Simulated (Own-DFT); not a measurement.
# What a defect does to the pressure of its cell: zincblende GaAs

Everything here is calculated. The program is Own-DFT (plane waves, in-house, since retired, never reviewed by a person); positions were held fixed, and spin and spin-orbit coupling were off.

Method: PBE; PseudoDojo norm-conserving scalar-relativistic files; cutoff 42 hartree; 3 x 3 x 3 k mesh centred on Gamma; Fermi-Dirac smearing of 0.1 eV.

Limits (not all hold for every row): not probed for a lower state with spin; forces not confirmed at this smearing and k mesh; stress not checked against mesh or cutoff.

All runs share one cell, with vectors in Å (11.737, 0.000, 0.000); (0.000, 11.737, 0.000); (0.000, 0.000, 10.919) and a volume of 1504.3 Å³, strained against the parent crystal. Atoms were moved at random from their sites; u is the rms move along one axis. The defect's site can differ from row to row.

```
                             cell     formula   u (Å)  P (GPa)
                        no defect    As32Ga32  0.0298     0.76
                        no defect    As32Ga32  0.0308     0.79
                        no defect    As32Ga32  0.0528     1.05
              one P on an As site   As31Ga32P  0.0274     0.50
              one P on an As site   As31Ga32P  0.0316     0.56
              one P on an As site   As31Ga32P  0.0490     0.86
              one In on a Ga site  As32Ga31In  0.0296     1.35
              one In on a Ga site  As32Ga31In  0.0312     1.30
              one In on a Ga site  As32Ga31In  0.0511     1.52
              one Al on a Ga site  AlAs32Ga31  0.0278     0.70
              one Al on a Ga site  AlAs32Ga31  0.0452     0.91
              one Al on a Ga site  AlAs32Ga31  0.0526     1.08
one As vacancy and one Ga vacancy    As31Ga31  0.0311     0.42
one As vacancy and one Ga vacancy    As31Ga31  0.0345     0.49
one As vacancy and one Ga vacancy    As31Ga31  0.0454        ?
one As vacancy and one Ga vacancy    As31Ga31  0.0519     0.83
```

## Worked fit

P = P0 + c u² + a shift for each defect gives P0 = 0.59 GPa, c = 176 ± 16 GPa/Å² and a scatter of 0.05 GPa. The shifts, and each times the cell's volume:

- one In on a Ga site: 0.54 ± 0.04 GPa, 5.0 eV
- one Al on a Ga site: -0.02 ± 0.04 GPa, -0.2 eV (not resolved)
- one P on an As site: -0.20 ± 0.04 GPa, -1.8 eV
- one As vacancy and one Ga vacancy: -0.30 ± 0.04 GPa, -2.8 eV

A positive shift means that the defect pushes the cell outwards. Shift times volume (160.2 GPa Å³ is 1 eV) depends little on the cell's size, so, taken for each site, it can be compared between cells at like pressure. The atoms around the defects weren't relaxed, which would change these numbers.

## Check

Question: what pressure belongs in the blank (one As vacancy and one Ga vacancy, u = 0.0454 Å)?

The fit gives 0.66 ± 0.06 GPa. The run itself gave 0.65 GPa.
